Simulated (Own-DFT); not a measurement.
# Slab less bulk: wurtzite AlN, m plane (10-10)

Everything here is calculated. The program is Own-DFT (plane waves, in-house, since retired, never reviewed by a person); positions were held fixed, and spin and spin-orbit coupling were off.

Caveats (not all hold for every row): some atoms lie very close together; forces not confirmed at this smearing and k mesh; k mesh not checked against a denser one.

Both sets of runs: PBE; PseudoDojo norm-conserving scalar-relativistic files; cutoff 42 hartree; Gaussian smearing of 0.01 eV. The slab has 128 atoms in 16 layers, two equal faces of 62.02 Å² as cut, 15 Å of vacuum, a dipole correction along the normal and a 6 x 3 x 1 mesh. The bulk cell has 128 atoms, the same measured lattice constants and a 3 x 3 x 3 mesh. All atoms were moved at random; u is the rms move along one axis. Energies are counted from -174.06 eV for each atom.

| slab run | u (Å) | E (eV, cell) |
|---|---|---|
| 1 | 0.0193 | 20.522 |
| 2 | 0.0194 | 20.525 |
| 3 | 0.0197 | 20.251 |
| 4 | 0.0199 | 20.199 |
| 5 | 0.0484 | 26.839 |
| 6 | 0.0493 | 28.877 |
| 7 | 0.0496 | 29.889 |
| 8 | 0.0522 | 29.124 |
| 9 | 0.0975 | 53.284 |
| 10 | 0.0988 | 58.420 |
| 11 | 0.0999 | 60.817 |
| 12 | 0.1019 | 66.419 |

```
bulk run   u (Å)  E (meV/atom)
       1  0.0197         -2.27
       2  0.0198         -1.05
       3  0.0203         -1.50
       4  0.0205         -0.42
       5  0.0208         -0.76
       6  0.0981        289.62
       7  0.1010        330.81
       8  0.1020        315.45
       9  0.1041        331.92
      10  0.1074        420.71
```

Q: what is the energy of the unrelaxed surface?

## Answer

Take each set to u = 0 with E = a + b u². Rows are weighted down as u grows, with residuals divided by u² + 0.0006 Å². Slab: a = 18.81 ± 0.18 eV. Bulk: a = -14.9 ± 0.9 meV/atom. The excess is 18.81 - 128 x (-0.0149) = 20.71 ± 0.21 eV. Over two faces that is 167 meV/Å², or 2.68 ± 0.03 J/m². Relaxing the faces would lower the energy, and the unlike meshes and the reach from the smallest u down to zero add errors that aren't counted here.
